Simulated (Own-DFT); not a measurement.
# One host, several defects: zincblende GaAs

Calculated, not measured: single-point runs of Own-DFT, a retired in-house plane-wave DFT program that no person has reviewed, on unrelaxed cells, without spin or spin-orbit coupling.

All runs used: PBE; PseudoDojo norm-conserving scalar-relativistic files; cutoff 42 hartree; 3 x 3 x 3 k mesh centred on Gamma; Fermi-Dirac smearing of 0.1 eV.

Keep in mind (not all hold for every row): not probed for a lower state with spin; forces not confirmed at this smearing and k mesh; stress not checked against mesh or cutoff.

All runs share one cell, with vectors in Å (11.737, 0.000, 0.000); (0.000, 11.737, 0.000); (0.000, 0.000, 10.919) and a volume of 1504.3 Å³, strained against the parent crystal. The atoms are randomly displaced, by u rms on each axis. The defect's site can differ from row to row.

| cell | formula | u (Å) | P (GPa) |
|---|---|---|---|
| no defect | As32Ga32 | 0.0318 | 0.76 |
| no defect | As32Ga32 | 0.0320 | 0.79 |
| no defect | As32Ga32 | 0.0501 | 0.97 |
| one P on an As site | As31Ga32P | 0.0279 | 0.48 |
| one P on an As site | As31Ga32P | 0.0317 | 0.50 |
| one P on an As site | As31Ga32P | 0.0487 | ? |
| one P on an As site | As31Ga32P | 0.0508 | 0.87 |
| one Al on a Ga site | AlAs32Ga31 | 0.0288 | 0.75 |
| one Al on a Ga site | AlAs32Ga31 | 0.0310 | 0.72 |
| one Al on a Ga site | AlAs32Ga31 | 0.0483 | 0.99 |
| one As vacancy and one Ga vacancy | As31Ga31 | 0.0259 | 0.46 |
| one As vacancy and one Ga vacancy | As31Ga31 | 0.0282 | 0.46 |
| one As vacancy and one Ga vacancy | As31Ga31 | 0.0544 | 0.88 |
| one In on a Ga site | As32Ga31In | 0.0304 | 1.31 |
| one In on a Ga site | As32Ga31In | 0.0496 | 1.55 |
| one In on a Ga site | As32Ga31In | 0.0541 | 1.68 |

## What the rows give

P = P0 + c u² + a shift for each defect gives P0 = 0.56 GPa, c = 183 ± 11 GPa/Å² and a scatter of 0.04 GPa. The shifts, and each times the cell's volume:

- one In on a Ga site: 0.56 ± 0.03 GPa, 5.3 eV
- one Al on a Ga site: 0.00 ± 0.03 GPa, 0.0 eV (not resolved)
- one P on an As site: -0.21 ± 0.03 GPa, -2.0 eV
- one As vacancy and one Ga vacancy: -0.23 ± 0.03 GPa, -2.2 eV

Against the defect-free cell, a freed cell would be larger where the shift is positive and smaller where it is negative (160.2 GPa Å³ is 1 eV). The atoms around the defects weren't relaxed, which would change these numbers.

## Check

Q: what pressure belongs in the blank (one P on an As site, u = 0.0487 Å)?

The fit gives 0.79 ± 0.04 GPa. DFT gave 0.84 GPa.
